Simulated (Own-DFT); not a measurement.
# Biaxial strain at fixed height in grey tin, 32 atoms (Sn32)

The numbers are computed, not measured, by runs of the plane-wave DFT program Own-DFT (in-house, retired, unreviewed) at fixed positions, with no spin and no spin-orbit coupling.

Settings: PBE; PseudoDojo norm-conserving scalar-relativistic files; cutoff 42 hartree; 3 x 3 x 5 k mesh centred on Gamma; cold (Marzari-Vanderbilt) smearing of 0.2 eV.

Known weak points: forces on such cells failed a check on a denser k mesh; stress not checked against mesh or cutoff.

Unstrained cell vectors in Å: (12.978, 0.000, 0.000); (0.000, 12.978, 0.000); (0.000, 0.000, 6.489). The unstrained cell has measured lattice constants (interpolated for alloys), not those of this functional. That, the random moves and any unrelaxed bonds set the pressure at no strain. Each run strains x and y alike by e, as a substrate would, and holds the height along z. All atoms carry random offsets, Gaussian with a width of 0.05 Å per axis. Stress is positive in tension.

| e (%) | u (Å) | (s_xx + s_yy)/2 (GPa) | s_zz (GPa) |
|---|---|---|---|
| -2.00 | 0.046 | -6.11 | -5.54 |
| -1.50 | 0.047 | -5.40 | -4.85 |
| -0.50 | 0.053 | -4.22 | -4.08 |
| 0.25 | 0.049 | ? | ? |
| 0.75 | 0.051 | -2.72 | -3.04 |
| 1.25 | 0.055 | -2.34 | -2.72 |
| 1.75 | 0.050 | -1.74 | -2.21 |
| 2.25 | 0.047 | -1.22 | -1.79 |
| 2.50 | 0.056 | -1.21 | -1.85 |
| 3.00 | 0.038 | -0.51 | -1.32 |

## Working it out

With e as a fraction, the in-plane stress is -3.6 + 114 e - 438 e² GPa (errors 2 and 139, scatter 0.09), and s_zz is -3.6 + 84 e - 274 e² GPa (slope ± 3, scatter 0.11). At e = 0 the first slope is C11 + C12 and the second 2 C12, both with the ions held to the strained lattice and at the cell's own pressure. The term in e² is negative: the layer stiffens under compression and softens under tension. A free layer would change its height as e changes, and the in-plane slope would drop by 2 C12²/C11 to the biaxial modulus. At fixed height, a misfit of 1 % moves the in-plane stress by about 1.1 GPa and s_zz by 0.8 GPa.

## The run left out

Asked: what are the two stresses at e = 0.25 %?

The fit gives -3.3 and -3.4 GPa. The calculation gave -3.36 and -3.45 GPa.
